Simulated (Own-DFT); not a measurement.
# What a defect does to the pressure of its cell: zincblende GaAs

Everything here is calculated. The program is Own-DFT (plane waves, in-house, since retired, never reviewed by a person); positions were held fixed, and spin and spin-orbit coupling were off.

Method: PBE; PseudoDojo norm-conserving scalar-relativistic files; cutoff 42 hartree; 3 x 3 x 3 k mesh centred on Gamma; Fermi-Dirac smearing of 0.1 eV.

Keep in mind (not all hold for every row): not probed for a lower state with spin; forces not confirmed at this smearing and k mesh; stress not checked against mesh or cutoff.

All runs share one cell, with vectors in Å (11.737, 0.000, 0.000); (0.000, 11.737, 0.000); (0.000, 0.000, 10.919) and a volume of 1504.3 Å³, strained against the parent crystal. Atoms were moved at random from their sites; u is the rms move along one axis. The defect's site can differ from row to row.

```
cell,formula,u (Å),P (GPa)
no defect,As32Ga32,0.0297,0.73
no defect,As32Ga32,0.0460,1.01
no defect,As32Ga32,0.0521,1.10
one As vacancy and one Ga vacancy,As31Ga31,0.0301,0.52
one As vacancy and one Ga vacancy,As31Ga31,0.0321,0.49
one As vacancy and one Ga vacancy,As31Ga31,0.0513,0.79
one Al on a Ga site,AlAs32Ga31,0.0313,0.75
one Al on a Ga site,AlAs32Ga31,0.0459,0.98
one Al on a Ga site,AlAs32Ga31,0.0503,1.08
one In on a Ga site,As32Ga31In,0.0288,1.29
one In on a Ga site,As32Ga31In,0.0291,?
one In on a Ga site,As32Ga31In,0.0445,1.52
one In on a Ga site,As32Ga31In,0.0520,1.60
one P on an As site,As31Ga32P,0.0296,0.51
one P on an As site,As31Ga32P,0.0308,0.53
one P on an As site,As31Ga32P,0.0473,0.79
```

## Worked fit

P = P0 + c u² + a shift for each defect gives P0 = 0.59 GPa, c = 189 ± 9 GPa/Å² and a scatter of 0.03 GPa. The shifts, and each times the cell's volume:

- one In on a Ga site: 0.54 ± 0.02 GPa, 5.0 eV
- one Al on a Ga site: 0.00 ± 0.02 GPa, 0.0 eV (not resolved)
- one P on an As site: -0.23 ± 0.02 GPa, -2.2 eV
- one As vacancy and one Ga vacancy: -0.27 ± 0.02 GPa, -2.6 eV

A positive shift means that the defect pushes the cell outwards. Shift times volume (160.2 GPa Å³ is 1 eV) depends little on the cell's size, so, taken for each site, it can be compared between cells at like pressure. The atoms around the defects weren't relaxed, which would change these numbers.

## Prediction

The question: what pressure belongs in the blank (one In on a Ga site, u = 0.0291 Å)?

The fitted form gives 1.28 ± 0.03 GPa. The run itself gave 1.36 GPa.
